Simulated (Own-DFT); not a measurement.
# Energy and forces against displacement in beta-Si3N4, 42 atoms (N24Si18)

Calculated results; nothing here was measured. They come from Own-DFT, an in-house plane-wave density functional program, since retired, whose code no person has reviewed. Each row is one single-point run on a periodic cell that was not relaxed, without spin or spin-orbit coupling.

Settings of every run: PBE; PseudoDojo norm-conserving scalar-relativistic files; cutoff 42 hartree; 3 x 3 x 3 k mesh centred on Gamma; Fermi-Dirac smearing of 0.1 eV.

Known limits, some of them of some rows only: some atoms lie very close together; forces on such cells passed a denser k mesh, each cell not checked; stress not checked against mesh or cutoff.

Cell vectors in Å: (7.606, 0.000, 0.000); (-3.803, 6.587, 0.000); (0.000, 0.000, 8.727). In each run every atom was moved at random and independently from its ideal site; u is the rms move along one axis. E is the free energy for each atom above the fitted value at u = 0, and F the rms of the force components.

```
run,u (Å),E (meV/atom),F (eV/Å),largest force (eV/Å),P (GPa)
1,0.0186,15.0,0.743,2.60,5.41
2,0.0193,17.4,0.792,2.87,5.56
3,0.0200,21.7,0.890,3.18,5.67
4,0.0495,108.2,1.974,7.76,7.57
5,0.0531,?,?,?,?
6,0.0924,434.4,4.208,12.11,16.10
7,0.1079,542.2,4.605,17.50,19.79
8,0.1350,810.7,7.429,30.11,26.64
```

## Worked fit

For small independent moves the energy grows as E = (3/2) K u², with K the mean stiffness felt by one atom. The runs with u up to 0.11 Å give K = 31.7 ± 1.2 eV/Å², with residuals divided by u² + 0.0006 Å², since the noise grows with the moves. The scatter is 8.1 meV/atom at u = 0.05 Å. The forces follow F = G u with G = 42.3 eV/Å²; no force at u = 0 is resolved. G exceeds K because the moves of its neighbours add to the force on an atom, and stiffness differs between atoms. The pressure follows P = 4.95 + 1279 u² GPa: at fixed volume, shortened bonds push harder than stretched ones pull.

## Withheld run

Question: what energy and rms force should run 5 give?

The fit gives 134 ± 10 meV/atom and about 2.24 eV/Å. The calculation gave 99.9 meV/atom and 1.745 eV/Å. This run lies off the fit, by chance or by something that the fit leaves out.
